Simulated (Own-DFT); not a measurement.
# Computed records: Si$_{4}$SnGe$_{11}$ (diamond-structure random alloy, atoms displaced)

Computed with Own-DFT development build. A calculation, not a measurement: plane-wave density functional theory by an unreviewed code, no spin, of a simulated periodic cell, stress positive in tension, run twice, with PBE and with PBEsol, both on files made for PBE, so the change isn't that of files made for PBEsol, forces on such cells moved up to 12 meV/angstrom on a denser k mesh; the far tail of each file's local potential was reset to the Coulomb form; each entry is a single point on an unrelaxed cell, so the pressure reflects the starting lattice, mostly measured values (interpolated for alloys), from which strain is counted, and rises with the displacements; printed positions are rounded, which can move forces by about a meV/angstrom; the program, named Own-DFT, is a retired in-house code; no spin-orbit coupling; stress was not checked against mesh or cutoff.

Si$_{4}$SnGe$_{11}$ (diamond-structure random alloy, atoms displaced)

```
Si4SnGe11
1.0
     11.3064     0.0000     0.0000
      0.0000    11.3064     0.0000
      0.0000     0.0000    11.3064
Si Ge Sn Ge Si Ge Si Ge Si Ge Si Ge Sn Ge Si Ge Sn Ge Si Ge Si Ge Si Ge Si Ge Si Ge Si Ge Si Ge
1 1 1 2 1 1 2 4 1 6 1 2 2 1 1 1 1 4 1 4 1 3 2 1 1 9 2 3 1 1 1 1
Direct
  0.99436 0.98940 0.99992
  0.99219 0.24957 0.23917
  0.24997 0.98433 0.24313
  0.23748 0.24928 0.00172
  0.12843 0.12228 0.11924
  0.12811 0.37126 0.37020
  0.38012 0.11880 0.36983
  0.36845 0.37313 0.11236
  0.00095 0.99495 0.48905
  0.99889 0.25344 0.75686
  0.25311 0.01069 0.75069
  0.25700 0.25520 0.49350
  0.12205 0.13422 0.63269
  0.13036 0.37777 0.87094
  0.36506 0.12295 0.87769
  0.35583 0.38887 0.61875
  0.00547 0.50519 0.00191
  0.99587 0.74389 0.25145
  0.24754 0.49640 0.25563
  0.24130 0.75710 0.99381
  0.12326 0.62671 0.12653
  0.11593 0.87038 0.37150
  0.37536 0.62188 0.36515
  0.37215 0.88157 0.13550
  0.99917 0.49753 0.49413
  0.99256 0.75172 0.73976
  0.25015 0.51118 0.74606
  0.24961 0.73070 0.50127
  0.11858 0.62714 0.62619
  0.11228 0.88840 0.87005
  0.37374 0.62866 0.88859
  0.36796 0.88633 0.61522
  0.49973 0.00766 0.99005
  0.49465 0.25998 0.26098
  0.74984 0.99767 0.24882
  0.75062 0.24834 0.00393
  0.61641 0.12822 0.13013
  0.62058 0.37461 0.38630
  0.87445 0.13001 0.37299
  0.87379 0.37756 0.12250
  0.50231 0.01264 0.50314
  0.50503 0.24854 0.74222
  0.74460 0.00351 0.74544
  0.73726 0.26111 0.50081
  0.62611 0.13599 0.62822
  0.63321 0.37543 0.87538
  0.86819 0.12309 0.88424
  0.88362 0.38502 0.62190
  0.50001 0.48997 0.01227
  0.49994 0.74590 0.24884
  0.73894 0.50256 0.24624
  0.73911 0.74447 0.99698
  0.63506 0.62282 0.13469
  0.62818 0.88086 0.38302
  0.87670 0.62458 0.38744
  0.86937 0.87757 0.12642
  0.50859 0.51126 0.48580
  0.49825 0.75517 0.74622
  0.74983 0.50492 0.75817
  0.74452 0.75911 0.50395
  0.62460 0.63761 0.62833
  0.62614 0.86960 0.88050
  0.87704 0.63083 0.87845
  0.88040 0.87148 0.61736
```

Here we set functional PBE, then PBEsol, potential files PseudoDojo norm-conserving, scalar-relativistic, standard set, wave cutoff 49 hartree, occupations Fermi-Dirac, smearing width 0.1 eV and k mesh 3 x 3 x 3 centred on Gamma.

The calculation gives: PBE pressure 5.19 GPa; PBE stress xx -5.43 GPa; PBE stress yy -5.11 GPa; PBE stress zz -5.04 GPa; PBE stress yz 0.01 GPa; PBE stress xz 1.11 GPa; PBE stress xy 1.67 GPa; PBEsol pressure 2.5 GPa; PBEsol stress xx -2.73 GPa; PBEsol stress yy -2.42 GPa; PBEsol stress zz -2.36 GPa; PBEsol stress yz 0.01 GPa; PBEsol stress xz 1.08 GPa; PBEsol stress xy 1.61 GPa; rms change of force components from PBE to PBEsol 0.059 eV/Å.

Force:
```tsv
force element	PBE force x (eV/Å)	PBE force y (eV/Å)	PBE force z (eV/Å)	PBEsol force x (eV/Å)	PBEsol force y (eV/Å)	PBEsol force z (eV/Å)
Si	-0.539	1.319	0.821	-0.477	1.334	0.754
Ge	1.097	-0.228	1.094	1.065	-0.204	0.993
Sn	-6.462	6.477	6.271	-6.323	6.339	6.134
Ge	1.001	0.793	-1.025	0.966	0.68	-0.986
Ge	-2.275	-0.33	-0.006	-2.173	-0.284	0.003
Si	-0.118	-1.245	-0.796	-0.104	-1.217	-0.778
Ge	-0.134	1.401	0.375	-0.141	1.329	0.418
Si	-0.193	-0.604	2.338	-0.215	-0.564	2.26
Si	-0.368	1.465	1.038	-0.327	1.38	1.042
Ge	-0.556	0.21	0.311	-0.551	0.175	0.255
Ge	-1.236	-1.039	-0.729	-1.205	-0.989	-0.701
Ge	-1.072	-0.982	-0.123	-1.007	-0.959	-0.072
Ge	0.138	-0.603	-1.661	0.166	-0.562	-1.562
Si	-0.199	0.775	-0.161	-0.232	0.716	-0.124
Ge	1.273	1.623	-0.103	1.23	1.543	-0.104
Ge	2.715	0.142	-0.052	2.625	0.067	-0.095
Ge	-0.104	-0.235	-0.573	-0.137	-0.261	-0.527
Ge	-0.665	0.229	-0.836	-0.639	0.232	-0.735
Ge	-0.156	-0.149	-1.855	-0.109	-0.093	-1.773
Ge	-0.864	-0.368	0.354	-0.803	-0.343	0.319
Si	0.551	0.112	0.159	0.537	0.109	0.163
Ge	0.124	-1.222	1.308	0.146	-1.231	1.216
Ge	0.459	-0.119	0.679	0.408	-0.092	0.631
Sn	7.008	-5.671	-7.568	6.852	-5.553	-7.398
Sn	1.611	-1.673	-1.777	1.511	-1.575	-1.673
Ge	-0.845	1.123	2.876	-0.801	1.129	2.738
Si	0.719	-1.198	2.538	0.739	-1.146	2.45
Ge	1.591	3.126	-1.945	1.54	3.038	-1.901
Sn	0.728	-0.207	1.547	0.667	-0.149	1.449
Ge	0.778	-1.126	-0.798	0.808	-1.13	-0.81
Ge	0.428	-0.582	-1.234	0.423	-0.525	-1.176
Ge	0.215	-1.017	0.39	0.228	-0.977	0.397
Ge	0.456	-0.276	0.688	0.435	-0.264	0.675
Si	-0.394	-0.355	-1.504	-0.357	-0.373	-1.441
Ge	0.121	0.872	0.231	0.047	0.847	0.232
Ge	-0.807	0.46	0.114	-0.741	0.413	0.134
Ge	0.068	0.448	0.263	0.103	0.399	0.218
Ge	-0.298	0.631	-1.737	-0.273	0.649	-1.73
Si	-0.582	-0.194	0.528	-0.579	-0.18	0.454
Ge	-0.383	0.73	-0.221	-0.371	0.688	-0.213
Ge	0.321	-0.583	0.021	0.298	-0.572	0.007
Ge	-1.998	1.961	1.683	-1.938	1.849	1.6
Si	0.915	-0.636	0.493	0.89	-0.624	0.486
Si	2.698	-1.168	0.614	2.611	-1.112	0.625
Ge	0.969	-1.155	-0.807	0.841	-1.114	-0.776
Si	-1.018	-0.45	0.189	-0.987	-0.442	0.19
Ge	0.522	-0.728	-0.994	0.497	-0.635	-0.954
Ge	-3.143	-2.549	2.356	-3.025	-2.45	2.315
Ge	0.98	0.847	-1.228	0.964	0.891	-1.199
Ge	1.378	0.092	0.949	1.323	0.077	0.926
Ge	2.558	-1.855	2.45	2.476	-1.786	2.357
Ge	2.051	0.201	0.845	1.921	0.203	0.825
Ge	-2.508	1.048	-1.702	-2.435	1.008	-1.64
Ge	-1.015	-0.089	-0.909	-0.968	-0.085	-0.874
Ge	-2.98	1.87	-2.575	-2.879	1.829	-2.503
Si	0.262	-1.115	-0.382	0.207	-1.129	-0.319
Si	-1.047	0.426	2.297	-1.054	0.392	2.198
Ge	-0.793	0.127	0.341	-0.787	0.161	0.375
Ge	0.247	0.5	-0.76	0.281	0.469	-0.77
Ge	0.479	-1.185	0.155	0.511	-1.106	0.121
Si	-0.087	-1.315	-0.436	-0.054	-1.247	-0.395
Ge	-0.555	1.393	-1.62	-0.574	1.318	-1.541
Si	-0.055	-0.213	-0.196	-0.057	-0.214	-0.194
Ge	-1.014	2.065	-0.001	-0.988	1.922	0.003
```
